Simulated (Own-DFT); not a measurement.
# Computed records: SiGe (layered order of Si and Ge on the diamond lattice, atoms displaced)

All values are calculated (Own-DFT development build). A calculation, not a measurement: plane-wave density functional theory by an unreviewed code, no spin, of a simulated periodic cell, stress positive in tension, run twice, with PBE and with PBEsol, both on files made for PBE, so the change isn't that of files made for PBEsol, forces on such cells passed a denser k mesh, this cell's mesh not checked; the far tail of each file's local potential was reset to the Coulomb form; each entry is a single point on an unrelaxed cell, so the pressure reflects the starting lattice, mostly measured values (interpolated for alloys), from which strain is counted, and rises with the displacements; printed positions are rounded, which can move forces by about a meV/angstrom; the program, named Own-DFT, is a retired in-house code; no spin-orbit coupling; stress was not checked against mesh or cutoff.

```json
{"formula": "SiGe", "kind": "layered order of Si and Ge on the diamond lattice, atoms displaced", "structure": {"cell_angstrom": [[11.089, 0.0, 0.0], [0.0, 11.089, 0.0], [0.0, 0.0, 11.089]], "atoms_fractional": [["Ge", 0.00129, 0.99819, 0.99926], ["Ge", 0.00309, 0.24996, 0.24806], ["Ge", 0.24705, 0.00113, 0.24859], ["Ge", 0.25132, 0.24795, 0.99582], ["Ge", 0.12591, 0.12131, 0.12243], ["Ge", 0.12059, 0.37095, 0.37755], ["Ge", 0.37685, 0.12303, 0.37438], ["Ge", 0.37183, 0.37581, 0.12286], ["Si", 0.00353, 0.00103, 0.50175], ["Si", 0.99626, 0.25171, 0.75011], ["Si", 0.24334, 0.99727, 0.75429], ["Si", 0.24843, 0.25267, 0.50007], ["Si", 0.1266, 0.12643, 0.62672], ["Si", 0.12346, 0.37513, 0.87818], ["Si", 0.37553, 0.12476, 0.87439], ["Si", 0.37574, 0.3765, 0.62868], ["Ge", 0.99665, 0.49969, 0.00272], ["Ge", 0.9945, 0.7513, 0.24523], ["Ge", 0.25235, 0.49595, 0.25157], ["Ge", 0.24994, 0.74334, 0.99923], ["Ge", 0.12496, 0.62695, 0.12453], ["Ge", 0.12619, 0.87674, 0.37294], ["Ge", 0.37471, 0.6242, 0.37474], ["Ge", 0.37524, 0.87785, 0.12478], ["Si", 0.00017, 0.50006, 0.49798], ["Si", 0.99715, 0.75493, 0.75351], ["Si", 0.25141, 0.49945, 0.74749], ["Si", 0.24878, 0.75213, 0.49885], ["Si", 0.11898, 0.63003, 0.63267], ["Si", 0.12554, 0.87031, 0.872], ["Si", 0.37257, 0.62265, 0.87711], ["Si", 0.37417, 0.87502, 0.62568], ["Ge", 0.50171, 0.99999, 0.99841], ["Ge", 0.50105, 0.24786, 0.25207], ["Ge", 0.75262, 0.00248, 0.25118], ["Ge", 0.75118, 0.25248, 0.00341], ["Ge", 0.62577, 0.12768, 0.12441], ["Ge", 0.62365, 0.37225, 0.37435], ["Ge", 0.87273, 0.133, 0.37107], ["Ge", 0.8766, 0.37727, 0.123], ["Si", 0.50012, 0.00033, 0.50363], ["Si", 0.5016, 0.2518, 0.74954], ["Si", 0.74899, 0.00227, 0.74803], ["Si", 0.74508, 0.24877, 0.50427], ["Si", 0.62548, 0.12357, 0.62138], ["Si", 0.62484, 0.37702, 0.86928], ["Si", 0.87481, 0.12437, 0.87707], ["Si", 0.87406, 0.3778, 0.62651], ["Ge", 0.50179, 0.49598, 0.99912], ["Ge", 0.49393, 0.74863, 0.25014], ["Ge", 0.74504, 0.4991, 0.25092], ["Ge", 0.75295, 0.75203, 0.00579], ["Ge", 0.62943, 0.62472, 0.12007], ["Ge", 0.62406, 0.87626, 0.37962], ["Ge", 0.87533, 0.62584, 0.37312], ["Ge", 0.8695, 0.8713, 0.12503], ["Si", 0.50053, 0.50126, 0.49822], ["Si", 0.49741, 0.74753, 0.74891], ["Si", 0.74251, 0.49873, 0.7498], ["Si", 0.75223, 0.74905, 0.50065], ["Si", 0.62806, 0.62506, 0.62737], ["Si", 0.6211, 0.87948, 0.87525], ["Si", 0.87176, 0.62617, 0.87579], ["Si", 0.87438, 0.87305, 0.62709]]}, "settings": {"functional": "PBE, then PBEsol", "potential_files": "PseudoDojo norm-conserving, scalar-relativistic, standard set", "wave_cutoff [hartree]": 42.0, "occupations": "Fermi-Dirac", "smearing_width [eV]": 0.1, "k_mesh": "3 x 3 x 3 centred on Gamma"}, "results": {"PBE_pressure [GPa]": 2.94, "PBE_stress_xx [GPa]": -2.91, "PBE_stress_yy [GPa]": -2.97, "PBE_stress_zz [GPa]": -2.94, "PBE_stress_yz [GPa]": 0.09, "PBE_stress_xz [GPa]": 0.21, "PBE_stress_xy [GPa]": -0.31, "PBEsol_pressure [GPa]": 0.65, "PBEsol_stress_xx [GPa]": -0.63, "PBEsol_stress_yy [GPa]": -0.68, "PBEsol_stress_zz [GPa]": -0.65, "PBEsol_stress_yz [GPa]": 0.1, "PBEsol_stress_xz [GPa]": 0.2, "PBEsol_stress_xy [GPa]": -0.29, "force_element": ["Ge", "Ge", "Ge", "Ge", "Ge", "Ge", "Ge", "Ge", "Si", "Si", "Si", "Si", "Si", "Si", "Si", "Si", "Ge", "Ge", "Ge", "Ge", "Ge", "Ge", "Ge", "Ge", "Si", "Si", "Si", "Si", "Si", "Si", "Si", "Si", "Ge", "Ge", "Ge", "Ge", "Ge", "Ge", "Ge", "Ge", "Si", "Si", "Si", "Si", "Si", "Si", "Si", "Si", "Ge", "Ge", "Ge", "Ge", "Ge", "Ge", "Ge", "Ge", "Si", "Si", "Si", "Si", "Si", "Si", "Si", "Si"], "PBE_force_x [eV/angstrom]": [-0.36, -0.279, 0.574, -0.259, -0.039, 0.577, -0.444, 0.576, -0.601, 0.355, 0.873, 0.569, -0.265, -0.015, 0.068, 0.062, 0.554, 0.85, -0.822, 0.196, -0.184, -0.58, -0.338, -0.351, -0.183, -0.378, -0.613, -0.104, 0.565, -0.084, 0.526, -0.23, -0.312, -0.493, -0.565, -0.149, -0.043, -0.024, 0.387, -0.352, -0.286, -0.125, 0.073, 0.677, -0.346, -0.038, -0.124, -0.268, -0.109, 1.093, 0.634, -0.905, -1.038, 0.022, -0.189, 0.838, 0.104, 0.126, 1.123, -0.119, -0.559, 0.658, 0.032, 0.062], "PBE_force_y [eV/angstrom]": [-0.522, -0.007, -0.07, 0.098, 0.593, 0.537, 0.11, -0.649, 0.224, -0.126, 0.381, -0.433, 0.067, 0.094, -0.239, -0.067, 0.596, -0.028, 0.375, 1.019, -0.66, -0.353, -0.07, -0.314, 0.383, -0.562, 0.219, -0.324, -0.422, 0.144, -0.305, 0.085, 0.49, 0.294, -0.253, -0.003, -0.415, 0.187, -0.579, -0.195, -0.142, -0.488, -0.217, 0.52, 0.139, -0.696, 0.155, -0.125, 0.421, 0.181, -0.006, -0.175, -0.011, -0.24, -0.313, 1.451, -0.099, 0.203, 0.443, 0.052, 0.15, -0.867, -0.182, 0.545], "PBE_force_z [eV/angstrom]": [-0.591, -0.506, 0.148, -0.173, -0.082, 0.272, 0.846, 0.184, 0.194, 0.191, -0.543, 0.737, 0.055, -1.006, -0.757, -0.76, -1.14, 0.615, 0.114, -0.448, 0.525, 0.549, 0.881, -0.296, 1.002, -0.026, 0.604, 0.752, -0.886, 0.455, -0.916, 0.124, -0.146, -0.581, -0.003, -1.317, 0.103, 0.977, 1.407, 0.939, 0.285, -0.182, 0.316, -0.021, 0.677, 0.44, -0.657, -0.222, -0.625, -0.246, -0.085, -2.157, 0.693, -0.039, 0.568, 0.248, 0.884, 0.352, -0.046, 0.567, -0.553, -0.823, -0.507, -0.358], "PBEsol_force_x [eV/angstrom]": [-0.344, -0.278, 0.555, -0.254, -0.036, 0.558, -0.43, 0.56, -0.589, 0.35, 0.861, 0.558, -0.257, -0.012, 0.067, 0.067, 0.532, 0.818, -0.79, 0.177, -0.183, -0.558, -0.327, -0.339, -0.173, -0.383, -0.61, -0.108, 0.555, -0.077, 0.515, -0.229, -0.309, -0.472, -0.548, -0.143, -0.039, -0.026, 0.381, -0.341, -0.285, -0.121, 0.073, 0.673, -0.347, -0.045, -0.12, -0.264, -0.111, 1.052, 0.619, -0.875, -1.0, 0.024, -0.184, 0.813, 0.102, 0.123, 1.115, -0.117, -0.553, 0.639, 0.028, 0.06], "PBEsol_force_y [eV/angstrom]": [-0.503, -0.006, -0.072, 0.099, 0.572, 0.513, 0.113, -0.627, 0.213, -0.127, 0.378, -0.419, 0.072, 0.095, -0.237, -0.068, 0.573, -0.031, 0.367, 0.988, -0.636, -0.333, -0.066, -0.306, 0.377, -0.552, 0.215, -0.322, -0.413, 0.134, -0.298, 0.09, 0.481, 0.281, -0.24, -0.003, -0.398, 0.181, -0.569, -0.188, -0.145, -0.488, -0.213, 0.523, 0.135, -0.687, 0.15, -0.117, 0.412, 0.176, -0.004, -0.168, -0.015, -0.23, -0.301, 1.394, -0.097, 0.196, 0.438, 0.049, 0.153, -0.847, -0.182, 0.54], "PBEsol_force_z [eV/angstrom]": [-0.496, -0.487, 0.136, -0.084, -0.069, 0.176, 0.74, 0.185, 0.106, 0.193, -0.528, 0.631, 0.052, -0.899, -0.657, -0.758, -1.022, 0.586, 0.1, -0.353, 0.505, 0.45, 0.768, -0.275, 0.891, -0.014, 0.598, 0.649, -0.875, 0.551, -0.805, 0.12, -0.057, -0.564, -0.012, -1.197, 0.109, 0.863, 1.282, 0.908, 0.182, -0.176, 0.317, -0.116, 0.666, 0.538, -0.551, -0.228, -0.531, -0.241, -0.094, -2.004, 0.681, -0.111, 0.469, 0.249, 0.778, 0.354, -0.04, 0.461, -0.556, -0.722, -0.41, -0.363], "rms_change_of_force_components_from_PBE_to_PBEsol [eV/angstrom]": 0.044}}
```
